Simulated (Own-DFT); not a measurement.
Si₄₇N₆₄ (beta silicon nitride with one vacancy, atoms displaced) (calculated)

A calculation, not a measurement: plane-wave PBE density functional theory by an unreviewed code, no spin, of a simulated periodic cell, stress positive in tension, free energy of the whole cell less one offset for each atom, some atoms lie very close together, defect cell not probed for a lower state with spin; forces on such cells moved up to 12 meV/angstrom on a denser k mesh; offsets are fitted by least squares, one for each functional and potential file, so energies compare only between cells with the same atoms and settings and are not formation energies; the far tail of each file's local potential was reset to the Coulomb form; each entry is a single point on an unrelaxed cell, so the pressure reflects the starting lattice, mostly measured values (interpolated for alloys), from which strain is counted, and rises with the displacements; printed positions are rounded, which can move forces by about a meV/angstrom; the program, named Own-DFT, is a retired in-house code; no spin-orbit coupling; before rounding, a Quantum ESPRESSO 7.3.1 run of the same cell and cutoff gave forces within 1 meV/angstrom rms on each cell, which checks the program and not the settings. Program: Own-DFT development build.

Settings shared by all entries: functional PBE; potential files PseudoDojo norm-conserving, scalar-relativistic, standard set; wave cutoff 42 hartree; occupations Fermi-Dirac; smearing width 0.1 eV; k mesh 2 x 2 x 4 centred on Gamma.

(1) Si₄₇N₆₄ (beta silicon nitride with one vacancy, atoms displaced)

```
Si47N64
1.0
     15.2120     0.0000     0.0000
     -7.6060    13.1740     0.0000
      0.0000     0.0000     5.8180
Si N Si N Si N Si N Si N Si N Si N Si N
5 8 6 8 6 8 6 8 6 8 6 8 6 8 6 8
Direct
  0.08503 0.38914 0.11470
  0.11120 0.21472 0.11492
  0.41558 0.12192 0.38245
  0.38400 0.30636 0.37587
  0.20857 0.09161 0.37769
  0.16188 0.01544 0.12219
  0.49821 0.16138 0.10449
  0.35537 0.33176 0.10811
  0.34063 0.48191 0.37016
  0.01729 0.35774 0.36155
  0.16319 0.16867 0.36999
  0.15634 0.33363 0.11992
  0.33194 0.16433 0.35397
  0.08238 0.37708 0.61148
  0.11990 0.20717 0.60686
  0.30314 0.41753 0.62910
  0.41179 0.12503 0.87793
  0.39093 0.29725 0.86389
  0.21246 0.09020 0.86336
  0.16319 0.01571 0.61310
  0.48334 0.15726 0.61806
  0.35290 0.33369 0.60565
  0.32898 0.48131 0.88766
  0.01957 0.35531 0.92234
  0.15273 0.16678 0.87999
  0.17126 0.33787 0.63553
  0.32775 0.16877 0.87454
  0.08767 0.88431 0.12666
  0.10815 0.70748 0.14294
  0.29537 0.91350 0.13011
  0.41673 0.61393 0.38061
  0.38912 0.80193 0.36848
  0.20188 0.58523 0.37248
  0.17898 0.52301 0.14746
  0.47620 0.64860 0.11342
  0.34972 0.82820 0.12126
  0.33929 0.99190 0.37166
  0.01506 0.84302 0.37561
  0.14072 0.65720 0.35858
  0.17015 0.83598 0.14606
  0.33343 0.66334 0.37453
  0.09056 0.88842 0.59795
  0.11604 0.70618 0.63914
  0.30127 0.91655 0.62398
  0.41318 0.61949 0.87826
  0.39059 0.79481 0.86774
  0.21341 0.58804 0.85337
  0.16873 0.51946 0.63206
  0.49441 0.65540 0.63843
  0.34798 0.83153 0.61975
  0.32609 0.97631 0.86006
  0.01487 0.85535 0.88319
  0.14816 0.66734 0.88245
  0.16747 0.82333 0.62343
  0.33602 0.66877 0.86033
  0.59542 0.38051 0.11069
  0.62113 0.20620 0.11117
  0.79764 0.41515 0.10270
  0.91137 0.11580 0.39438
  0.88798 0.30088 0.38922
  0.70200 0.09252 0.37200
  0.66499 0.01033 0.12944
  0.98813 0.15813 0.10897
  0.83747 0.33501 0.11653
  0.83120 0.48117 0.34326
  0.50587 0.33802 0.36966
  0.65797 0.16749 0.39431
  0.67038 0.33435 0.12289
  0.82231 0.15170 0.36996
  0.58801 0.39297 0.63426
  0.61127 0.19866 0.64520
  0.80542 0.42130 0.60720
  0.91182 0.11268 0.86478
  0.88556 0.30311 0.86296
  0.69987 0.09528 0.88182
  0.66579 0.01352 0.63939
  0.98432 0.14059 0.63515
  0.84168 0.32281 0.63881
  0.83391 0.48502 0.87334
  0.51953 0.34952 0.88573
  0.64269 0.15741 0.87301
  0.65208 0.32347 0.63355
  0.82480 0.15977 0.86992
  0.59346 0.88529 0.12864
  0.62350 0.70953 0.13132
  0.80423 0.91516 0.11091
  0.92333 0.61630 0.35990
  0.87870 0.80267 0.38161
  0.70884 0.58155 0.38302
  0.66997 0.50991 0.12905
  0.99030 0.64967 0.13560
  0.84347 0.83451 0.16344
  0.83130 0.98288 0.36495
  0.51186 0.84940 0.37131
  0.64246 0.66905 0.37162
  0.66879 0.82885 0.13286
  0.84133 0.67089 0.36774
  0.58197 0.87695 0.60206
  0.61573 0.70324 0.60378
  0.79675 0.91466 0.61138
  0.90253 0.60701 0.89041
  0.88892 0.79285 0.88334
  0.69846 0.58965 0.87961
  0.65357 0.50535 0.61774
  0.97646 0.64960 0.61867
  0.84381 0.82691 0.65383
  0.83209 0.98577 0.88297
  0.52586 0.85294 0.85887
  0.64732 0.66382 0.88348
  0.66745 0.82991 0.63096
  0.83747 0.67311 0.84228
```

```
free energy of cell above offsets : 21.537 eV
pressure                          : 12.46 GPa
stress xx                         : -12.7 GPa
stress yy                         : -13.04 GPa
stress zz                         : -11.65 GPa
stress yz                         : -2.03 GPa
stress xz                         : -2.65 GPa
stress xy                         : -1.42 GPa
```

Force:
```tsv
element	x (eV/Å)	y (eV/Å)	z (eV/Å)
Si	11.07	7.137	11.56
Si	6.729	-2.959	-0.2
Si	-0.465	0.554	-3.585
Si	1.935	-3.263	-7.011
Si	-0.341	-2.373	-2.813
N	0.949	0.398	-0.251
N	-4.421	-2.564	1.711
N	-0.606	0.25	0.337
N	-0.032	0.979	1.676
N	-2.321	-1.194	3.164
N	-5.549	2.858	-0.033
N	0.237	2.584	0.621
N	1.546	2.224	0.941
Si	2.424	3.644	3.154
Si	2.615	-1.192	2.279
Si	0.487	-0.34	-0.246
Si	1.981	-2.153	-0.788
Si	-2.695	2.113	0.591
Si	-7.558	-3.96	1.941
N	0.803	0.307	1.238
N	0.623	-0.866	2.998
N	-2.395	1.586	7.02
N	0.296	1.966	-1.533
N	-10.98	-5.391	-17.82
N	-0.794	0.502	-1.769
N	-2.009	-1.588	-1.11
N	6.063	2.017	-0.562
Si	0.008	1.485	-0.332
Si	8.604	1.027	-2.654
Si	2.351	-0.187	-1.283
Si	-1.13	-1.101	-0.584
Si	-2.392	-3.637	0.839
Si	-0.448	4.176	3.487
N	-0.904	-4.631	-7.624
N	4.344	2.441	4.063
N	-1.344	1.963	-1.046
N	0.383	-1.539	0.033
N	-2.292	-0.007	-1.604
N	0.386	0.282	3.863
N	-2.197	-0.265	-0.426
N	0.327	1.849	0.585
Si	1.394	-1.812	4.408
Si	0.552	-6.992	-1.567
Si	0.14	-3.757	-3.286
Si	0.358	-3.49	-2.131
Si	-0.937	2.535	-0.027
Si	-3.545	1.592	6.616
N	-1.034	-4.791	-3.549
N	-3.895	-1.712	-1.351
N	0.732	0.766	0.171
N	0.114	5.226	5.046
N	2.063	0.212	-1.405
N	0.918	-0.953	0.427
N	-2.53	8.684	-0.544
N	0.839	0.408	-0.173
Si	-4.546	-0.285	4.165
Si	1.232	0.457	3.941
Si	-1.965	-2.36	1.918
Si	0.028	-1.219	-4.162
Si	-1.784	-2.988	-3.88
Si	0.193	-7.354	1.945
N	-0.898	3.585	0.034
N	-3.657	-2.912	2.495
N	5.793	-2.932	0.608
N	0.779	2.895	3.736
N	4.251	3.101	0.505
N	-5.093	2.849	-1.781
N	1.923	-0.74	-0.277
N	4.661	7.092	0.384
Si	-1.127	-12.53	-2.247
Si	-0.859	0.827	-4.546
Si	-2.455	-3.543	0.339
Si	-2.277	0.656	3.728
Si	3.194	-3.433	8.041
Si	4.385	-7.59	-0.914
N	-0.723	0.163	-2.222
N	0.754	1.863	-2.763
N	-2.828	3.845	-5.234
N	-0.015	-0.996	-3.329
N	-0.99	0	-2.508
N	-2.043	2.079	1.359
N	3.113	4.259	-0.312
N	3.013	4.465	-0.106
Si	-0.604	-1.555	-2.119
Si	-3.139	-3.706	-3.278
Si	-3.358	-0.844	2.582
Si	-4.916	-0.859	4.676
Si	5.003	-3.023	5.514
Si	-0.959	2.284	-1.913
N	-0.097	2.015	-0.83
N	-5.278	-2.319	-5.347
N	0.858	-0.276	-6.846
N	1.084	1.47	0.727
N	2.39	0.673	-2.319
N	6.342	-4.533	-0.959
N	-0.864	5.119	-0.44
N	-1.752	-1.799	-0.427
Si	3.363	3.363	3.43
Si	0.516	1.62	6.039
Si	-0.322	-1.63	2.587
Si	1.925	6.12	-2.939
Si	-2.17	3.512	1.196
Si	1.467	-0.556	0.029
N	1.655	11.5	1.168
N	2.39	-0.386	2.919
N	-1.003	2.037	-2.629
N	0.799	-0.203	-3.467
N	-2.856	-1.803	2.82
N	0.144	0.036	-1.442
N	-0.455	1.813	-1.04
N	-0.68	-6.38	1.923
```

(2) Si₄₇N₆₄ (beta silicon nitride with one vacancy, atoms displaced)

```
Si47N64
1.0
     15.2120     0.0000     0.0000
     -7.6060    13.1740     0.0000
      0.0000     0.0000     5.8180
Si N Si N Si N Si N Si N Si N Si N Si N
6 8 6 8 5 8 6 8 6 8 6 8 6 8 6 8
Direct
  0.07789 0.37982 0.13800
  0.11284 0.20685 0.10930
  0.31048 0.42489 0.12023
  0.41591 0.11990 0.38257
  0.39115 0.29996 0.36868
  0.21224 0.10104 0.38491
  0.16007 0.01022 0.09770
  0.48058 0.14371 0.12516
  0.35255 0.33487 0.13905
  0.33439 0.48647 0.38439
  0.02087 0.35383 0.36911
  0.14113 0.16954 0.38078
  0.16706 0.31822 0.11451
  0.32740 0.16242 0.37996
  0.08313 0.37521 0.62606
  0.11529 0.20225 0.62714
  0.29870 0.41965 0.59158
  0.40641 0.11034 0.86299
  0.39229 0.30767 0.86562
  0.20354 0.09170 0.87056
  0.16943 0.01872 0.63305
  0.47436 0.15010 0.64462
  0.33559 0.31643 0.64110
  0.34072 0.49144 0.86440
  0.00649 0.35024 0.88328
  0.15029 0.16996 0.87939
  0.15907 0.32602 0.61946
  0.33728 0.16508 0.91624
  0.07650 0.88936 0.11911
  0.29958 0.91592 0.12466
  0.41255 0.62863 0.38006
  0.38063 0.80512 0.38114
  0.20719 0.58858 0.36645
  0.17318 0.52365 0.13486
  0.48693 0.64923 0.10942
  0.35636 0.83830 0.12307
  0.33507 0.99438 0.36978
  0.02736 0.85997 0.36497
  0.15086 0.66883 0.37513
  0.16261 0.83078 0.11435
  0.33143 0.66512 0.38689
  0.10300 0.89669 0.63819
  0.11165 0.69755 0.62312
  0.31316 0.91774 0.64037
  0.41647 0.61404 0.86155
  0.38811 0.79724 0.86509
  0.19421 0.58442 0.87752
  0.16936 0.51750 0.62508
  0.47762 0.64734 0.61837
  0.35437 0.83621 0.63817
  0.33400 0.98278 0.90636
  0.01847 0.85906 0.88164
  0.15832 0.67110 0.87236
  0.16556 0.83061 0.59835
  0.32878 0.65849 0.87575
  0.59448 0.39336 0.12540
  0.61556 0.21150 0.12009
  0.79756 0.41356 0.12719
  0.91396 0.11247 0.38496
  0.88310 0.29271 0.38417
  0.69728 0.08129 0.36270
  0.66373 0.01819 0.14404
  0.98766 0.14151 0.12535
  0.85690 0.33136 0.10789
  0.83997 0.48298 0.38465
  0.51739 0.35099 0.36055
  0.64668 0.15356 0.35370
  0.66835 0.33030 0.15139
  0.82676 0.15761 0.36545
  0.58527 0.38266 0.65476
  0.62369 0.20913 0.61016
  0.79749 0.40698 0.62346
  0.91461 0.09952 0.87540
  0.87862 0.29164 0.88778
  0.70173 0.08811 0.90645
  0.66847 0.01139 0.61949
  0.98473 0.15505 0.64603
  0.84408 0.32757 0.60081
  0.84316 0.49026 0.87131
  0.50597 0.34236 0.86956
  0.65459 0.16263 0.87743
  0.65093 0.32029 0.63383
  0.84147 0.17362 0.90538
  0.58591 0.88818 0.14276
  0.61846 0.70259 0.13591
  0.80135 0.91492 0.13056
  0.90691 0.60660 0.37303
  0.90384 0.80606 0.36466
  0.69700 0.58338 0.38056
  0.66978 0.51486 0.08628
  0.98376 0.65702 0.12979
  0.84928 0.83926 0.11171
  0.83300 0.98448 0.36707
  0.51564 0.85036 0.39816
  0.64307 0.65981 0.34208
  0.66715 0.82491 0.09134
  0.83024 0.66899 0.37149
  0.58431 0.88423 0.63568
  0.61389 0.69939 0.62764
  0.79742 0.92554 0.62051
  0.91065 0.61481 0.84938
  0.88555 0.80187 0.85928
  0.71842 0.58923 0.87167
  0.67378 0.52885 0.59476
  0.98579 0.65520 0.63398
  0.84549 0.82923 0.63532
  0.83541 0.99028 0.91318
  0.51815 0.84997 0.88233
  0.64070 0.65881 0.86930
  0.66662 0.84008 0.59746
  0.82805 0.67808 0.89307
```

```
free energy of cell above offsets : 27.999 eV
pressure                          : 14.09 GPa
stress xx                         : -8.59 GPa
stress yy                         : -17.32 GPa
stress zz                         : -16.37 GPa
stress yz                         : 4.47 GPa
stress xz                         : 0.96 GPa
stress xy                         : -1.23 GPa
```

Force:
```tsv
element	x (eV/Å)	y (eV/Å)	z (eV/Å)
Si	5.582	2.667	-6.799
Si	1.914	-9.101	2.767
Si	-1.739	-3.623	-0.6
Si	-1.091	-0.029	-1.386
Si	-2.189	-2.43	2.28
Si	-7.736	-5.687	-1.56
N	0.312	4.138	3.068
N	1.757	2.101	-0.202
N	-0.555	2.013	-2.884
N	0.535	5.535	-8.173
N	-5.076	-3.02	5.566
N	4.288	-2.832	-1.991
N	-2.513	15.85	0.465
N	6.624	6.146	0.074
Si	-0.614	3.313	1.924
Si	-0.104	-0.205	1.286
Si	-1.054	-7.634	10.61
Si	-1.385	-0.018	6.851
Si	-6.112	-6.097	4.682
Si	0.839	1.18	2.139
N	0.094	3.308	-2.151
N	5.379	2.228	-5.533
N	-1.17	3.377	-5.029
N	0.17	-4.769	-0.489
N	3.028	1.528	-1.527
N	1.932	-2.07	-2.061
N	1.918	3.599	-0.104
N	-3.186	1.577	-1.93
Si	6.658	-0.03	-0.457
Si	-1.303	-5.059	5.624
Si	3.579	-2.266	-3.664
Si	2.934	-2.99	-1.603
Si	-3.627	1.787	3.842
N	-0.625	-5.993	-2.932
N	-1.507	-0.135	2.697
N	-0.709	0.897	-0.114
N	1.324	-3.762	2.54
N	-1.403	-0.472	5.767
N	1.576	-1.092	0.513
N	-0.026	1.852	0.086
N	-2.059	4.504	-0.309
Si	-1.386	-4.167	-0.975
Si	1.42	1.309	0.756
Si	-5.546	0.547	-1.625
Si	-2.574	2.392	2.96
Si	0.747	-3.683	4.544
Si	1.895	1.22	-0.436
N	-0.436	-3.272	-0.505
N	4.074	2.281	-0.938
N	-0.551	1.066	-1.717
N	0.735	2.399	-8.029
N	-2.334	-1.985	-5.467
N	-1.73	0.695	-1.769
N	2.102	2.158	1.414
N	0.764	2.896	-0.164
Si	-0.846	-3.651	-0.08
Si	0.986	-8.286	-0.76
Si	3.084	-0.124	-0.403
Si	-0.446	1.874	-1.776
Si	2.395	-2.199	-5.121
Si	2.563	2.808	8.594
N	-0.004	-6.213	-5.955
N	-2.567	-0.917	1.014
N	-6.765	4.399	8.162
N	-1.058	-3.403	-0.801
N	1.525	1.298	2.696
N	-4.625	4.49	1.969
N	-1.307	5.794	-0.841
N	1.931	2.382	1.177
Si	-0.276	1.741	-5.915
Si	1.569	-10.01	0.957
Si	-0.844	0.78	0.713
Si	-1.235	10.88	2.623
Si	2.803	-0.46	-6.671
Si	4.284	0.216	-4.838
N	-0.461	2.072	2.32
N	-0.069	-1.293	-2.98
N	-1.624	0.783	4.885
N	-1.507	-5.248	-0.329
N	7.584	4.103	2.349
N	-4.613	3.427	-1.158
N	1.499	8.738	0.796
N	-0.151	-6.734	-1.21
Si	2.102	-2.827	-1.023
Si	-4.286	0.988	-9.127
Si	-2.115	-4.54	0.51
Si	0.816	6.203	-1.061
Si	-6.002	-2.347	0.612
Si	0.353	9.422	-12.93
N	0.168	-1.271	4.743
N	-1.839	-1.575	-1.195
N	3.865	-1.128	1.845
N	0.598	1.539	2.091
N	-2.513	-0.841	-2.972
N	4.091	-3.465	9.77
N	-1.767	5.581	1.73
N	1.601	-0.708	0.363
Si	2.196	0.916	0.324
Si	-0.676	1.731	-1.668
Si	0.312	-4.797	2.29
Si	-0.022	4.147	6.93
Si	1.321	1.565	4.028
Si	-7.293	0.869	-4.064
N	0.867	-11	13.68
N	-1.143	-0.855	-3.9
N	-2.312	3.455	-5.875
N	-1.987	-6.411	-5.481
N	-0.988	0.197	1.153
N	2.378	-1.322	0.413
N	1.654	-2.332	0.858
N	6.953	-0.582	-0.787
```
